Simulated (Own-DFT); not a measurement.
# What a defect does to the pressure of its cell: C40 NbSi2

The numbers are computed, not measured, by runs of the plane-wave DFT program Own-DFT (in-house, retired, unreviewed) at fixed positions, with no spin and no spin-orbit coupling.

Method: PBE; PseudoDojo norm-conserving scalar-relativistic files; cutoff 42 hartree; 4 x 4 x 5 k mesh centred on Gamma; cold (Marzari-Vanderbilt) smearing of 0.2 eV.

Limits: forces on such cells failed a check on a denser k mesh; stress not checked against mesh or cutoff.

All runs share one cell, with vectors in Å (0.000, 8.324, 0.000); (-9.613, 0.000, 0.000); (0.000, 0.000, 6.586) and a volume of 527.0 Å³. u is the rms random offset of the atoms per axis. The defect's site can differ from row to row.

```
cell,formula,u (Å),P (GPa)
no defect,Nb12Si24,0.0173,1.43
no defect,Nb12Si24,0.0201,1.51
no defect,Nb12Si24,0.0461,2.42
two Si on a Nb site each,Nb10Si26,0.0317,1.68
two Si on a Nb site each,Nb10Si26,0.0322,1.88
two Si on a Nb site each,Nb10Si26,0.0493,?
two Si on a Nb site each,Nb10Si26,0.0545,2.64
two Nb vacancies,Nb10Si24,0.0289,-0.08
two Nb vacancies,Nb10Si24,0.0295,0.24
two Nb vacancies,Nb10Si24,0.0498,0.31
two Nb on a Si site each,Nb14Si22,0.0261,7.46
two Nb on a Si site each,Nb14Si22,0.0497,8.11
two Nb on a Si site each,Nb14Si22,0.0512,8.46
one Si vacancy,Nb12Si23,0.0278,1.16
one Si vacancy,Nb12Si23,0.0310,0.96
one Si vacancy,Nb12Si23,0.0551,1.62
```

## Analysis

P = P0 + c u² + a shift for each defect gives P0 = 1.44 GPa, c = 364 ± 58 GPa/Å² and a scatter of 0.20 GPa. The shifts, and each times the cell's volume:

- two Nb on a Si site each: 5.86 ± 0.17 GPa, 19.3 eV (9.6 eV for each of its 2 sites)
- two Si on a Nb site each: 0.01 ± 0.17 GPa, 0.0 eV (0.0 eV for each of its 2 sites) (not resolved)
- one Si vacancy: -0.78 ± 0.17 GPa, -2.6 eV
- two Nb vacancies: -1.80 ± 0.16 GPa, -5.9 eV (-3.0 eV for each of its 2 sites)

A positive shift means that the defect pushes the cell outwards. Shift times volume (160.2 GPa Å³ is 1 eV) depends little on the cell's size, so, taken for each site, it can be compared between cells at like pressure. The atoms around the defects weren't relaxed, which would change these numbers.

## Test on the hidden row

Asked: what pressure belongs in the blank (two Si on a Nb site each, u = 0.0493 Å)?

From the fit: 2.34 ± 0.23 GPa. The hidden result is 2.26 GPa.
